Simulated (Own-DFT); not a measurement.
# Response to strain: wurtzite AlN, 128 atoms (Al64N64)

These are calculations, not measurements. They come from Own-DFT, an in-house plane-wave density functional program, since retired, whose code no person has reviewed. Each row is one single-point run on a periodic cell that was not relaxed, without spin or spin-orbit coupling.

Settings of every run: PBE; PseudoDojo norm-conserving scalar-relativistic files; cutoff 42 hartree; 3 x 3 x 3 k mesh centred on Gamma; Gaussian smearing of 0.01 eV.

Known limits: k mesh not checked against a denser one; stress not checked against mesh or cutoff.

Unstrained cell vectors in Å: (12.448, 0.000, 0.000); (-6.224, 10.780, 0.000); (0.000, 0.000, 9.964). The unstrained cell has measured lattice constants (interpolated for alloys), not those of this functional. That, the random moves and any unrelaxed bonds set the pressure at no strain. Each run strains this cell uniformly, with the atoms carried along. Every atom was also moved at random, by a Gaussian of width 0.05 Å on each axis. Strain is the symmetric tensor, in per cent. Stress is positive in tension, and the pressure is minus a third of its trace.

```
run,e_xx (%),e_yy (%),e_zz (%),e_yz (%),e_xz (%),e_xy (%),s_xx (GPa),s_yy (GPa),s_zz (GPa),s_yz (GPa),s_xz (GPa),s_xy (GPa),P (GPa),E (meV/atom)
1,-0.50,1.32,-0.07,-0.43,0.71,-1.42,-7.44,0.38,-5.39,-1.35,0.89,-3.51,4.15,7.6
2,0.06,-0.35,0.52,-1.29,-1.89,-1.09,-4.52,-8.37,-3.81,-3.26,-4.39,-3.20,5.56,23.8
3,-1.37,1.00,-0.49,-0.68,1.59,1.79,-11.39,-3.99,-8.16,-2.25,4.56,6.87,7.85,31.2
4,0.57,0.94,-0.03,-1.52,-0.11,-1.63,-0.93,-0.74,-6.72,-3.79,-0.09,-5.05,2.80,9.6
5,0.14,-1.06,-1.16,1.45,-0.87,0.69,-6.02,-13.25,-11.78,3.42,-1.62,2.37,10.35,28.6
6,1.75,1.67,0.48,-1.81,1.61,-0.35,2.69,3.69,-0.39,-4.22,4.14,-0.46,-2.00,11.9
7,-1.04,-1.43,1.25,1.42,-1.52,-0.14,-11.30,-14.41,-0.49,4.30,-3.71,-0.39,8.73,21.7
8,-1.58,1.89,1.61,-0.86,-1.01,-0.24,-9.08,2.61,1.42,-1.79,-1.88,-0.72,1.68,0.0
9,-0.92,-0.87,1.50,1.95,-1.39,-0.60,-10.52,-9.93,-0.17,5.53,-2.67,-3.57,6.87,20.9
10,1.10,0.47,-0.47,1.30,1.68,-0.56,0.37,-2.17,-8.42,2.78,3.86,-2.12,3.41,10.5
11,1.30,-1.87,-1.19,-1.13,-0.28,-1.99,-4.17,-13.71,-11.58,-3.29,-0.72,-8.58,9.82,25.0
12,0.49,-0.47,-0.88,1.58,1.81,-1.65,-4.99,-8.98,-10.30,4.12,4.83,-6.81,8.09,30.4
13,-1.27,0.76,-1.02,-1.79,1.01,0.74,-11.70,-4.68,-11.11,-4.46,2.77,2.57,9.16,28.5
14,-0.59,1.08,1.15,0.72,-1.69,-0.48,-7.60,0.38,-1.35,1.30,-4.95,-1.56,2.86,14.3
15,-1.72,-0.90,-1.01,-1.22,0.64,0.62,-14.27,-14.61,-13.03,-2.48,1.80,3.84,13.97,33.2
16,-1.08,0.83,0.83,1.97,0.61,-1.33,?,?,?,?,?,?,?,?
```

E is the free energy for each atom above the lowest run shown.

## Worked fit

Each stress component was fitted by least squares to a constant and the strains of the runs shown, as fractions, with shears doubled. Shear strains stay in the fit of a normal stress only where such slopes are resolved. The slopes, in GPa:

```
stress,at no strain,per e_xx,per e_yy,per e_zz,scatter
s_xx,-5.9,429 ± 26,107 ± 24,51 ± 30,1.05
s_yy,-6.3,136 ± 21,504 ± 20,90 ± 24,0.86
s_zz,-6.1,67 ± 22,48 ± 20,480 ± 25,0.87
```

Each shear stress against twice its own strain: yz 120 ± 4, xz 128 ± 9, xy 182 ± 16 GPa. These are stiffnesses along x, y and z of the frame in which the cell vectors are given, which need not be the crystal's axes. The atoms are held to the strained lattice; where symmetry lets them move under strain, relaxing them would lower some slopes. The table should be nearly symmetric about its diagonal, and what it lacks of that shows the noise. A ninth of its sum, 212 ± 3 GPa, estimates the bulk modulus near the mean pressure of these runs, 6.2 GPa, so it lies above the value at zero pressure.

## Withheld run

Question: what normal stresses and pressure should run 16 give?

The fit gives s_xx = -9.2, s_yy = -2.8, s_zz = -2.4 and P = 4.8 GPa. The calculation gave -10.93, -1.90, -1.83 and P = 4.89 GPa.
